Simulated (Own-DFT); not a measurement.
# Point defects and the pressure they add: 2H SiC

Calculated, not measured: single-point runs of Own-DFT, a retired in-house plane-wave DFT program that no person has reviewed, on unrelaxed cells, without spin or spin-orbit coupling.

Settings: PBE; PseudoDojo norm-conserving scalar-relativistic files; cutoff 42 hartree; 4 x 4 x 3 k mesh centred on Gamma; Fermi-Dirac smearing of 0.1 eV.

Known weak points (not all hold for every row): some atoms lie very close together; not probed for a lower state with spin; forces on such cells passed a denser k mesh, each cell not checked; stress not checked against mesh or cutoff.

All runs share one cell, with vectors in Å (9.248, 0.000, 0.000); (-4.624, 8.009, 0.000); (0.000, 0.000, 10.068) and a volume of 745.7 Å³. Atoms were moved at random from their sites; u is the rms move along one axis. The defect's site can differ from row to row.

| cell | formula | u (Å) | P (GPa) |
|---|---|---|---|
| no defect | C36Si36 | 0.0282 | 3.85 |
| no defect | C36Si36 | 0.0583 | 5.74 |
| no defect | C36Si36 | 0.0598 | 6.59 |
| one C on a Si site and one Si on a C site | C36Si36 | 0.0296 | 7.94 |
| one C on a Si site and one Si on a C site | C36Si36 | 0.0481 | 8.67 |
| one C on a Si site and one Si on a C site | C36Si36 | 0.0499 | 8.45 |
| one Si on a C site | C35Si37 | 0.0286 | 10.21 |
| one Si on a C site | C35Si37 | 0.0304 | 10.05 |
| one Si on a C site | C35Si37 | 0.0486 | ? |
| one Si on a C site | C35Si37 | 0.0517 | 12.32 |
| two Al on a Si site each | Al2C36Si34 | 0.0283 | 5.86 |
| two Al on a Si site each | Al2C36Si34 | 0.0306 | 5.90 |
| two Al on a Si site each | Al2C36Si34 | 0.0533 | 7.93 |
| one Al on a Si site and one N on a C site | AlC35NSi35 | 0.0305 | 4.06 |
| one Al on a Si site and one N on a C site | AlC35NSi35 | 0.0332 | 4.12 |
| one Al on a Si site and one N on a C site | AlC35NSi35 | 0.0517 | 5.41 |

## What the rows give

P = P0 + c u² + a shift for each defect gives P0 = 3.09 GPa, c = 891 ± 94 GPa/Å² and a scatter of 0.34 GPa. The shifts, and each times the cell's volume:

- one Si on a C site: 6.46 ± 0.30 GPa, 30.1 eV
- one C on a Si site and one Si on a C site: 3.58 ± 0.28 GPa, 16.7 eV
- two Al on a Si site each: 2.12 ± 0.29 GPa, 9.9 eV (4.9 eV for each of its 2 sites)
- one Al on a Si site and one N on a C site: 0.05 ± 0.29 GPa, 0.2 eV (not resolved)

Positive is outwards. The product with the volume (160.2 GPa Å³ to the eV) is nearly free of the cell's size; divided by the bulk modulus at the cell's pressure it gives the volume that the defect adds. The atoms around the defects weren't relaxed, which would change these numbers.

## Check

Asked: what pressure belongs in the blank (one Si on a C site, u = 0.0486 Å)?

From the fit: 11.65 ± 0.40 GPa. Computed: 12.01 GPa.
